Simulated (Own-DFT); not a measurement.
# Device materials side by side: how hard are they to compress?

Everything here is calculated. The program is Own-DFT (plane waves, in-house, since retired, never reviewed by a person); positions were held fixed, and spin and spin-orbit coupling were off.

Known weak points (not all hold for every row): forces on such cells moved up to 12 meV/angstrom on a denser k mesh; forces not confirmed at this smearing and k mesh; k mesh not checked against a denser one; forces on such cells passed a denser k mesh, each cell not checked; stress not checked against mesh or cutoff.

All runs are PBE with PseudoDojo norm-conserving files; cutoff and k mesh are each material's own. Every cell starts from measured lattice constants and was given uniform random strains and small random moves of its atoms. Each triple is the change of volume in per cent, the rms move u in Å and the pressure in GPa.

- 4H SiC (C36Si36), 10.36 Å³/atom unstrained: (-3.05, 0.047, 12.59); (-3.03, 0.050, 13.23); (-2.36, 0.051, 10.95); (-1.71, 0.050, 9.74); (-0.83, 0.051, 7.68); (-0.60, 0.056, 7.73); (3.29, 0.048, -1.58)
- wurtzite AlN (Al36N36), 10.45 Å³/atom unstrained: (-2.22, 0.046, 10.80); (-1.89, 0.048, 9.54); (-1.32, 0.050, 8.21); (-1.32, 0.049, 8.78); (0.04, 0.049, 6.03); (1.83, 0.055, 2.14); (2.76, 0.046, 0.12)
- wurtzite GaN (Ga48N48), 11.42 Å³/atom unstrained: withheld
- diamond silicon (Si64), 20.02 Å³/atom unstrained: (-1.63, 0.049, 4.25); (-0.93, 0.048, 3.47); (-0.82, 0.051, 3.42); (-0.64, 0.049, 3.48); (0.83, 0.049, 1.74); (1.16, 0.051, 1.41); (1.68, 0.047, 0.97)
- zincblende GaAs (As32Ga32), 22.58 Å³/atom unstrained: (-1.37, 0.050, 5.13); (-0.89, 0.051, 4.67); (-0.36, 0.052, 4.36); (0.65, 0.046, 3.74); (0.87, 0.048, 3.56); (1.55, 0.051, 2.89); (1.80, 0.050, 2.78)
- zincblende InP (In48P48), 25.27 Å³/atom unstrained: (-3.07, 0.051, 6.24); (-2.57, 0.051, 5.77); (0.83, 0.045, 3.01); (1.52, 0.048, 2.57); (1.86, 0.049, 2.29); (2.67, 0.050, 1.74); (2.68, 0.050, 1.90)
- grey tin (Sn64), 34.15 Å³/atom unstrained: (-2.91, 0.051, 5.25); (-1.14, 0.048, 4.26); (0.18, 0.045, 3.67); (0.36, 0.051, 3.45); (0.53, 0.050, 3.45); (1.06, 0.051, 3.29); (1.34, 0.045, 3.00)

## Worked fit

Fit a line to each set against the fractional change of volume; B is minus its slope, and u is nearly the same within a set. To take it to zero pressure, assume that B rises by 4 GPa for each GPa: B0 = B - 4 x (mean pressure). The bond length of an ideal tetrahedral crystal with the unstrained volume v is d = (√3/4)(8 v)^(1/3). Cohen's empirical rule reads B0 = (1971 - 220 L) d^(-3.5) GPa, with L = 0 for group IV crystals and SiC and 1 for III-V compounds.

```
material,L,d (Å),B (GPa),mean P (GPa),B0 (GPa),rule (GPa)
4H SiC (C36Si36),0,1.888,226 ± 6,8.6,192 ± 6,213
wurtzite AlN (Al36N36),1,1.893,207 ± 6,6.5,181 ± 6,188
wurtzite GaN (Ga48N48),1,1.950,?,?,?,169
diamond silicon (Si64),0,2.352,101 ± 4,2.7,90 ± 4,99
zincblende GaAs (As32Ga32),1,2.448,73 ± 3,3.9,57 ± 3,76
zincblende InP (In48P48),1,2.541,77 ± 2,3.4,64 ± 2,67
grey tin (Sn64),0,2.810,51 ± 2,3.8,36 ± 2,53
```

A line through ln[B0/(1971 - 220 L)] against ln d has a slope of -4.1 ± 0.3 and a scatter of 12 %. Against the rule, B0 stands at 90 % for 4H SiC, 96 % for wurtzite AlN, 91 % for diamond silicon, 75 % for zincblende GaAs, 96 % for zincblende InP, 68 % for grey tin. PBE tends to make silicon and heavier crystals too soft, and the rule itself is only a guide.

## The run left out

Q: what B0 does the fitted trend give for wurtzite GaN (Ga48N48)?

From the line: 158 GPa. Its own runs give B = 205 ± 9 GPa at a mean pressure of 6.3 GPa, so B0 = 180 GPa.
